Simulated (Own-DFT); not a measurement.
# Point defects and the pressure they add: C40 NbSi2

Source: density functional calculations with Own-DFT, an unreviewed in-house program that is no longer used. Nothing was measured or relaxed, and spin and spin-orbit coupling are left out.

Method: PBE; PseudoDojo norm-conserving scalar-relativistic files; cutoff 42 hartree; 4 x 4 x 5 k mesh centred on Gamma; cold (Marzari-Vanderbilt) smearing of 0.2 eV.

Keep in mind: forces on such cells failed a check on a denser k mesh; stress not checked against mesh or cutoff.

All runs share one cell, with vectors in Å (0.000, 8.324, 0.000); (-9.613, 0.000, 0.000); (0.000, 0.000, 6.586) and a volume of 527.0 Å³. The atoms are randomly displaced, by u rms on each axis. The defect's site can differ from row to row.

```
                    cell   formula   u (Å)  P (GPa)
               no defect  Nb12Si24  0.0178     1.45
               no defect  Nb12Si24  0.0216     1.52
               no defect  Nb12Si24  0.0526     2.73
two Nb on a Si site each  Nb14Si22  0.0299        ?
two Nb on a Si site each  Nb14Si22  0.0322     7.55
two Nb on a Si site each  Nb14Si22  0.0448     8.26
two Nb on a Si site each  Nb14Si22  0.0477     8.54
two Si on a Nb site each  Nb10Si26  0.0334     1.64
two Si on a Nb site each  Nb10Si26  0.0451     2.20
two Si on a Nb site each  Nb10Si26  0.0483     2.41
          one Si vacancy  Nb12Si23  0.0284     0.96
          one Si vacancy  Nb12Si23  0.0324     0.98
          one Si vacancy  Nb12Si23  0.0503     2.20
        two Nb vacancies  Nb10Si24  0.0331    -0.04
        two Nb vacancies  Nb10Si24  0.0478     0.65
        two Nb vacancies  Nb10Si24  0.0524     1.35
```

## What the rows give

P = P0 + c u² + a shift for each defect gives P0 = 1.13 GPa, c = 650 ± 51 GPa/Å² and a scatter of 0.15 GPa. The shifts, and each times the cell's volume:

- two Nb on a Si site each: 5.83 ± 0.13 GPa, 19.2 eV (9.6 eV for each of its 2 sites)
- two Si on a Nb site each: -0.24 ± 0.13 GPa, -0.8 eV (-0.4 eV for each of its 2 sites) (not resolved)
- one Si vacancy: -0.70 ± 0.12 GPa, -2.3 eV
- two Nb vacancies: -1.80 ± 0.13 GPa, -5.9 eV (-3.0 eV for each of its 2 sites)

Positive is outwards. The product with the volume (160.2 GPa Å³ to the eV) is nearly free of the cell's size; divided by the bulk modulus at the cell's pressure it gives the volume that the defect adds. The atoms around the defects weren't relaxed, which would change these numbers.

## Test on the hidden row

Asked: what pressure belongs in the blank (two Nb on a Si site each, u = 0.0299 Å)?

Estimate: 7.55 ± 0.18 GPa. Computed: 7.56 GPa.
